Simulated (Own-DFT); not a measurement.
# Energy and forces against displacement in hexagonal WC, 64 atoms (C32W32)

Calculated results; nothing here was measured. The program, named Own-DFT, is a retired in-house plane-wave density functional code that no person has reviewed. Each row is one single-point run on a periodic cell that was not relaxed, without spin or spin-orbit coupling.

Settings of every run: PBEsol; PseudoDojo norm-conserving scalar-relativistic files, made for PBE; cutoff 50 hartree; 4 x 4 x 4 k mesh centred on Gamma; cold (Marzari-Vanderbilt) smearing of 0.2 eV.

Known limits, some of them of some rows only: some atoms lie very close together; forces on such cells moved up to 12 meV/angstrom on a denser k mesh; stress not checked against mesh or cutoff.

Cell vectors in Å: (5.833, -5.052, -2.839); (0.000, -5.052, 8.518); (-5.833, -5.052, -2.839). In each run every atom was moved at random and independently from its ideal site; u is the rms move along one axis. E is the free energy for each atom above the fitted value at u = 0, and F the rms of the force components.

| run | u (Å) | E (meV/atom) | F (eV/Å) | largest force (eV/Å) | P (GPa) |
|---|---|---|---|---|---|
| 1 | 0.0178 | 11.6 | 0.499 | 2.04 | -4.83 |
| 2 | 0.0194 | ? | ? | ? | ? |
| 3 | 0.0195 | 13.4 | 0.527 | 2.03 | -4.76 |
| 4 | 0.0513 | 97.1 | 1.435 | 5.35 | -1.44 |
| 5 | 0.0518 | 98.3 | 1.444 | 5.59 | -1.31 |
| 6 | 0.0973 | 359.2 | 2.796 | 9.62 | 9.71 |
| 7 | 0.0981 | 327.8 | 2.653 | 14.39 | 7.52 |
| 8 | 0.1505 | 940.8 | 5.377 | 22.72 | 33.12 |

## Worked fit

For small independent moves the energy grows as E = (3/2) K u², with K the mean stiffness felt by one atom. The runs with u up to 0.11 Å give K = 24.2 ± 0.6 eV/Å², with residuals divided by u² + 0.0006 Å², since the noise grows with the moves. The scatter is 4.1 meV/atom at u = 0.05 Å. The forces follow F = G u with G = 27.8 eV/Å²; no force at u = 0 is resolved. G exceeds K because the moves of its neighbours add to the force on an atom, and stiffness differs between atoms. At u = 0.151 Å the parabola gives 822 meV/atom and the run 941. The pressure follows P = -5.27 + 1454 u² GPa: at fixed volume, shortened bonds push harder than stretched ones pull.

## Withheld run

Question: what energy and rms force should run 2 give?

The fit gives 14 ± 1 meV/atom and about 0.54 eV/Å. The calculation gave 13.2 meV/atom and 0.521 eV/Å.
